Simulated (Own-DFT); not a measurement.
# Computed records: Al₃GaN₄ (wurtzite random alloy, strained, atoms displaced)

Computed with Own-DFT development build. A calculation, not a measurement: plane-wave PBE density functional theory by an unreviewed code, no spin, of a simulated periodic cell, stress positive in tension, free energy of the whole cell less one offset for each atom, forces on such cells passed a denser k mesh, this cell's mesh not checked; offsets are fitted by least squares, one for each functional and potential file, so energies compare only between cells with the same atoms and settings and are not formation energies; the far tail of each file's local potential was reset to the Coulomb form; each entry is a single point on an unrelaxed cell, so the pressure reflects the starting lattice, mostly measured values, from which strain is counted, and rises with the displacements; printed positions are rounded, which can move forces by about a meV/angstrom; the program is a retired in-house code; no spin-orbit coupling.

Common to all runs: functional PBE; potential files PseudoDojo norm-conserving, scalar-relativistic, standard set with the stringent files for Ga; wave cutoff 96 hartree; occupations Gaussian; smearing width 0.01 eV; k mesh 4 x 4 x 3 centred on Gamma.

(1) 
```cif
# cell vector a (Å): 9.1589 0.0000 0.0000
# cell vector b (Å): -4.5795 7.9318 0.0000
# cell vector c (Å): 0.0000 0.0000 10.0655
data_Al3GaN4
_symmetry_space_group_name_H-M 'P 1'
_symmetry_Int_Tables_number 1
_cell_length_a 9.1589
_cell_length_b 9.1589
_cell_length_c 10.0655
_cell_angle_alpha 90.000
_cell_angle_beta 90.000
_cell_angle_gamma 120.000
_cell_volume 731.22
loop_
_atom_site_label
_atom_site_type_symbol
_atom_site_fract_x
_atom_site_fract_y
_atom_site_fract_z
_atom_site_occupancy
Al1 Al 0.11130 0.22518 0.00768 1
Al2 Al 0.22047 0.10420 0.24662 1
N1 N 0.11111 0.22087 0.19149 1
N2 N 0.22378 0.10958 0.44417 1
Ga1 Ga 0.10607 0.22377 0.50545 1
Ga2 Ga 0.22726 0.10663 0.75852 1
N3 N 0.11841 0.22811 0.69183 1
N4 N 0.21504 0.10222 0.93563 1
Al3 Al 0.10875 0.56524 0.00379 1
Al4 Al 0.22189 0.43976 0.24700 1
N5 N 0.10621 0.55366 0.19088 1
N6 N 0.23058 0.45363 0.44375 1
Al5 Al 0.10896 0.56746 0.50025 1
Ga3 Ga 0.22077 0.45586 0.74776 1
N7 N 0.11178 0.55046 0.69908 1
N8 N 0.21946 0.43739 0.93956 1
Ga4 Ga 0.12022 0.89698 0.00346 1
Ga5 Ga 0.23265 0.77962 0.24138 1
N9 N 0.10606 0.88787 0.19068 1
N10 N 0.22075 0.78673 0.43846 1
Al6 Al 0.11079 0.88590 0.50337 1
Ga6 Ga 0.20776 0.76807 0.74952 1
N11 N 0.10965 0.88377 0.69863 1
N12 N 0.23174 0.77905 0.94636 1
Al7 Al 0.44677 0.22164 0.01070 1
Al8 Al 0.55698 0.11024 0.24528 1
N13 N 0.44244 0.22281 0.19004 1
N14 N 0.56313 0.11876 0.44418 1
Al9 Al 0.45307 0.22625 0.49780 1
Al10 Al 0.55302 0.10650 0.75417 1
N15 N 0.43184 0.20868 0.68533 1
N16 N 0.54644 0.11657 0.93467 1
Al11 Al 0.44715 0.55609 0.01022 1
Al12 Al 0.56322 0.45185 0.25187 1
N17 N 0.44073 0.55145 0.19212 1
N18 N 0.55506 0.44652 0.43970 1
Al13 Al 0.44253 0.55037 0.50582 1
Al14 Al 0.55801 0.45084 0.74659 1
N19 N 0.44052 0.55777 0.69127 1
N20 N 0.55728 0.44443 0.94036 1
Ga7 Ga 0.44572 0.88193 0.00523 1
Al15 Al 0.55899 0.78388 0.25460 1
N21 N 0.44648 0.89333 0.18811 1
N22 N 0.56397 0.77900 0.44051 1
Al16 Al 0.44716 0.88603 0.50057 1
Al17 Al 0.56011 0.78272 0.74748 1
N23 N 0.43686 0.88507 0.68558 1
N24 N 0.55193 0.77109 0.94194 1
Al18 Al 0.78286 0.22743 0.00331 1
Al19 Al 0.88762 0.11223 0.25212 1
N25 N 0.78165 0.22088 0.19493 1
N26 N 0.88916 0.10995 0.44385 1
Al20 Al 0.77981 0.22141 0.49502 1
Al21 Al 0.88640 0.11349 0.74115 1
N27 N 0.77793 0.22021 0.68357 1
N28 N 0.88431 0.10351 0.93786 1
Al22 Al 0.77495 0.55745 0.00933 1
Al23 Al 0.88230 0.44277 0.24661 1
N29 N 0.78282 0.56429 0.18863 1
N30 N 0.88601 0.43617 0.44327 1
Al24 Al 0.77319 0.53717 0.49846 1
Al25 Al 0.90128 0.45089 0.75152 1
N31 N 0.77481 0.55380 0.67876 1
N32 N 0.88611 0.45039 0.93343 1
Ga8 Ga 0.78792 0.89478 0.00017 1
Al26 Al 0.88776 0.77609 0.25889 1
N33 N 0.78325 0.89523 0.19155 1
N34 N 0.88545 0.76850 0.44731 1
Ga9 Ga 0.77874 0.89518 0.49795 1
Al27 Al 0.89288 0.78089 0.75613 1
N35 N 0.77978 0.88953 0.69329 1
N36 N 0.88585 0.77264 0.93178 1
_calc_free_energy_of_cell_above_offsets '-19.655'  # eV
_calc_pressure 18.14  # GPa
_calc_stress_xx -21.17  # GPa
_calc_stress_yy -21.42  # GPa
_calc_stress_zz -11.82  # GPa
_calc_stress_yz 0.98  # GPa
_calc_stress_xz 0.68  # GPa
_calc_stress_xy -0.14  # GPa
```

Force:
| element | x (eV/Å) | y (eV/Å) | z (eV/Å) |
| --- | --- | --- | --- |
| Al | 0.012 | -1.002 | -1.808 |
| Al | -0.534 | 0.957 | 2.198 |
| N | -0.109 | -0.43 | 0.101 |
| N | 0.206 | -0.179 | -1.475 |
| Ga | 2.212 | 0.648 | -0.017 |
| Ga | -1.933 | 0.579 | -1.712 |
| N | -1.295 | -1.211 | 0.532 |
| N | 0.125 | 3.68 | 3.287 |
| Al | 1.135 | -2.133 | -0.528 |
| Al | -0.691 | 0.62 | 1.576 |
| N | 0.347 | -1.076 | -0.405 |
| N | -1.958 | 0.181 | -1.33 |
| Al | 1.468 | -1.315 | -0.041 |
| Ga | 4.117 | -3.348 | 2.414 |
| N | -3.666 | 1.653 | -4.114 |
| N | -0.534 | 1.669 | 1.695 |
| Ga | -0.842 | -2.682 | -0.072 |
| Ga | -2.787 | -0.679 | 2.072 |
| N | 0.153 | -0.343 | 0.411 |
| N | 1.882 | -0.963 | 0.029 |
| Al | -1.259 | 1.308 | 0.73 |
| Ga | 2.47 | 1.576 | 1.706 |
| N | -1.817 | 0.121 | -2.441 |
| N | -1.946 | -0.874 | -0.941 |
| Al | -1.506 | 0.677 | -2.42 |
| Al | -0.521 | 0.844 | 1.764 |
| N | 0.9 | 0.299 | 0.882 |
| N | -0.057 | -1.793 | -2.144 |
| Al | -1.801 | -1.056 | 0.924 |
| Al | -0.37 | 0.648 | -1.612 |
| N | 3.002 | 2.973 | -0.449 |
| N | 2.51 | -0.375 | 1.58 |
| Al | -0.487 | -0.9 | -2.021 |
| Al | -1.083 | -0.9 | 0.383 |
| N | 0.624 | 1.393 | 0.492 |
| N | 0.446 | -0.364 | -0.761 |
| Al | 0.405 | 1.134 | -0.123 |
| Al | -0.001 | -1.623 | 0.699 |
| N | 1.965 | 0.953 | -0.71 |
| N | -0.421 | -0.151 | 0.432 |
| Ga | 0.789 | 1.928 | -1.542 |
| Al | 0.553 | -0.914 | -0.391 |
| N | 2.377 | 0.594 | 1.209 |
| N | -2.673 | -1.278 | -0.866 |
| Al | -0.722 | 0.831 | 0.063 |
| Al | -0.781 | -0.604 | 0.877 |
| N | 1.295 | 0.169 | 0.437 |
| N | 1.077 | -0.003 | -0.988 |
| Al | -0.461 | -0.73 | -1.362 |
| Al | 1.453 | -0.149 | 0.769 |
| N | -1.262 | 0.561 | -1.381 |
| N | -1.02 | 1.397 | -2.467 |
| Al | 0.056 | -0.512 | 1.637 |
| Al | 1.485 | 0.059 | 1.497 |
| N | -0.748 | 0.824 | 0.603 |
| N | -0.366 | 3.805 | -0.645 |
| Al | 0.08 | 0.23 | -2.659 |
| Al | 1.051 | 0.54 | 1.364 |
| N | -0.149 | -1.178 | 0.874 |
| N | 0.878 | 1.257 | -1.943 |
| Al | -1.161 | 2.284 | 0.549 |
| Al | -3.433 | -2.029 | -0.585 |
| N | 1.068 | 0.209 | 1.955 |
| N | 0.667 | -0.281 | 1.907 |
| Ga | -0.799 | -2.266 | 0.395 |
| Al | 0.033 | 1.189 | 0.335 |
| N | -0.239 | -1.093 | 1 |
| N | 0.702 | -0.072 | -1.23 |
| Ga | 1.885 | -1.783 | 1.937 |
| Al | -0.954 | -1.107 | -2.153 |
| N | 0.109 | 0.14 | -0.14 |
| N | 0.847 | -0.536 | 2.162 |

(2) 
```cif
# cell vector a (Å): 9.1589 0.0000 0.0000
# cell vector b (Å): -4.5795 7.9318 0.0000
# cell vector c (Å): 0.0000 0.0000 10.0655
data_Al3GaN4
_symmetry_space_group_name_H-M 'P 1'
_symmetry_Int_Tables_number 1
_cell_length_a 9.1589
_cell_length_b 9.1589
_cell_length_c 10.0655
_cell_angle_alpha 90.000
_cell_angle_beta 90.000
_cell_angle_gamma 120.000
_cell_volume 731.22
loop_
_atom_site_label
_atom_site_type_symbol
_atom_site_fract_x
_atom_site_fract_y
_atom_site_fract_z
_atom_site_occupancy
Al1 Al 0.11593 0.22474 0.98751 1
Al2 Al 0.21198 0.10365 0.25422 1
N1 N 0.12439 0.23222 0.19556 1
N2 N 0.21673 0.11107 0.43521 1
Al3 Al 0.11340 0.22909 0.50438 1
Al4 Al 0.21506 0.10139 0.75868 1
N3 N 0.11049 0.21679 0.68984 1
N4 N 0.22644 0.10573 0.94688 1
Al5 Al 0.11845 0.56178 0.00464 1
Al6 Al 0.22464 0.43682 0.24598 1
N5 N 0.10879 0.54942 0.18519 1
N6 N 0.22922 0.44101 0.44115 1
Al7 Al 0.12508 0.56300 0.50178 1
Ga1 Ga 0.22969 0.44711 0.75073 1
N7 N 0.10711 0.55982 0.68752 1
N8 N 0.22408 0.45031 0.94006 1
Al8 Al 0.10277 0.88605 0.99030 1
Al9 Al 0.21384 0.77714 0.25629 1
N9 N 0.11450 0.88578 0.18756 1
N10 N 0.21528 0.77068 0.44314 1
Al10 Al 0.10661 0.88025 0.50412 1
Al11 Al 0.22509 0.77672 0.74324 1
N11 N 0.10814 0.89257 0.69127 1
N12 N 0.22154 0.78171 0.93830 1
Ga2 Ga 0.44191 0.21268 0.00146 1
Al12 Al 0.55798 0.11374 0.25173 1
N13 N 0.44111 0.23415 0.19065 1
N14 N 0.55843 0.11257 0.43922 1
Ga3 Ga 0.43655 0.21527 0.50450 1
Ga4 Ga 0.56428 0.10829 0.74765 1
N15 N 0.44427 0.22025 0.68972 1
N16 N 0.56341 0.11831 0.93716 1
Al13 Al 0.44613 0.55256 0.00076 1
Al14 Al 0.55510 0.44617 0.24299 1
N17 N 0.44912 0.55303 0.18588 1
N18 N 0.55635 0.44588 0.44683 1
Ga5 Ga 0.43813 0.54621 0.49923 1
Al15 Al 0.55383 0.43022 0.75234 1
N19 N 0.44178 0.55143 0.69369 1
N20 N 0.54896 0.42927 0.93598 1
Ga6 Ga 0.45087 0.89145 0.99461 1
Al16 Al 0.55742 0.77569 0.24568 1
N21 N 0.43798 0.88653 0.19059 1
N22 N 0.56208 0.79085 0.43643 1
Al17 Al 0.44783 0.90328 0.50649 1
Al18 Al 0.56544 0.78277 0.74369 1
N23 N 0.44205 0.87991 0.68931 1
N24 N 0.55163 0.77651 0.94315 1
Al19 Al 0.77494 0.22199 0.00366 1
Al20 Al 0.87980 0.10107 0.25892 1
N25 N 0.77984 0.22238 0.18989 1
N26 N 0.89591 0.10312 0.43610 1
Al21 Al 0.77594 0.22037 0.49425 1
Al22 Al 0.88597 0.10653 0.74839 1
N27 N 0.78388 0.22749 0.69206 1
N28 N 0.89015 0.11762 0.94481 1
Al23 Al 0.77546 0.54885 0.99987 1
Al24 Al 0.88885 0.45152 0.24943 1
N29 N 0.78657 0.56024 0.19978 1
N30 N 0.89389 0.44435 0.45323 1
Ga7 Ga 0.77314 0.56226 0.50861 1
Ga8 Ga 0.89476 0.44619 0.74651 1
N31 N 0.78533 0.55507 0.69432 1
N32 N 0.89189 0.44690 0.94429 1
Al25 Al 0.78262 0.87210 0.00592 1
Al26 Al 0.88843 0.78221 0.25403 1
N33 N 0.78646 0.89861 0.18989 1
N34 N 0.88955 0.78010 0.44615 1
Al27 Al 0.77452 0.88768 0.50103 1
Ga9 Ga 0.88302 0.77293 0.74424 1
N35 N 0.78404 0.88777 0.68982 1
N36 N 0.88659 0.78693 0.93574 1
_calc_free_energy_of_cell_above_offsets '-19.163'  # eV
_calc_pressure 18.54  # GPa
_calc_stress_xx -22.36  # GPa
_calc_stress_yy -23.16  # GPa
_calc_stress_zz -10.09  # GPa
_calc_stress_yz -1.01  # GPa
_calc_stress_xz -0.03  # GPa
_calc_stress_xy 0.2  # GPa
```

Force:
| element | x (eV/Å) | y (eV/Å) | z (eV/Å) |
| --- | --- | --- | --- |
| Al | -0.65 | 0.017 | 2.485 |
| Al | 0.934 | 1.09 | -1.099 |
| N | -1.652 | -3.818 | -2.041 |
| N | -0.06 | -1.425 | 1.303 |
| Al | 0.444 | -1.736 | -0.444 |
| Al | 0.754 | 1.638 | -0.617 |
| N | -0.131 | -0.221 | 0.346 |
| N | -2.712 | -0.168 | -2.156 |
| Al | -0.823 | -0.215 | -0.805 |
| Al | -0.845 | 2.649 | 1.086 |
| N | 0.422 | 0.923 | 1.805 |
| N | -3.253 | 0.028 | -1.563 |
| Al | -0.964 | -2.659 | 0.184 |
| Ga | -2.299 | -0.663 | 0.624 |
| N | 2.844 | 0.715 | -0.888 |
| N | 0.7 | -0.441 | 0.508 |
| Al | 1.611 | -0.448 | 2.025 |
| Al | 1.851 | -0.891 | -0.945 |
| N | -2.042 | 0.232 | -0.353 |
| N | 0.882 | 2.487 | -0.313 |
| Al | -0.392 | 1.744 | -0.139 |
| Al | -1.351 | 0.148 | 1.902 |
| N | 1.966 | -0.775 | -0.719 |
| N | -0.308 | -0.554 | -1.299 |
| Ga | 0.471 | 0.453 | 1.577 |
| Al | -1.028 | -0.193 | -0.699 |
| N | 1.473 | -2.728 | 0.775 |
| N | -0.115 | 0.065 | -0.413 |
| Ga | -0.104 | 0.86 | -0.88 |
| Ga | -1.352 | 0.256 | 0.738 |
| N | -0.712 | -1.54 | 1.025 |
| N | 0.607 | -0.842 | -0.18 |
| Al | -0.19 | -0.122 | -0.723 |
| Al | 1.173 | 0.372 | 2.293 |
| N | -0.841 | 1.212 | 0.043 |
| N | 0.34 | -1.042 | -2.495 |
| Ga | 1.289 | 2.955 | 1.197 |
| Al | -0.334 | 2.072 | -0.233 |
| N | 3.063 | 1.623 | -0.457 |
| N | 0.092 | 2.996 | 0.326 |
| Ga | -1.806 | 0.378 | 1.636 |
| Al | -0.993 | 0.717 | 0.513 |
| N | 0.608 | 0.37 | 0.706 |
| N | -0.926 | -0.93 | 0.079 |
| Al | 0.575 | -2.514 | -1.518 |
| Al | -0.624 | -1.812 | 1.581 |
| N | 0.478 | 0.629 | -0.563 |
| N | 3.362 | -1.037 | -1.536 |
| Al | 1.415 | 0.727 | 0.156 |
| Al | 1.151 | 3.425 | -1.787 |
| N | -0.56 | 0.084 | 0.84 |
| N | -1.638 | 1.171 | 1.766 |
| Al | 1.462 | 0.568 | 0.975 |
| Al | 0.352 | 1.076 | 1.422 |
| N | 1.158 | -2.053 | -2.219 |
| N | 0.659 | -1.769 | -1.234 |
| Al | -0.113 | 0.645 | 0.218 |
| Al | 2.284 | -1.81 | 1.591 |
| N | -2.487 | 0.549 | -2.105 |
| N | 0.211 | 0.361 | -2.136 |
| Ga | 1.777 | -1.406 | -0.689 |
| Ga | -0.12 | -0.43 | 2.151 |
| N | -2.896 | -1.211 | 0.19 |
| N | 0.188 | 0.026 | 0.074 |
| Al | -5.164 | 4.121 | 0.625 |
| Al | 1.078 | 0.057 | 0.487 |
| N | -0.221 | -2.817 | -0.458 |
| N | -0.352 | 0.853 | -1.339 |
| Al | 0.699 | 0.245 | 0.071 |
| Ga | 1.305 | 0.142 | 1.598 |
| N | -2.602 | 1.182 | -1.424 |
| N | 2.983 | -3.595 | -0.452 |
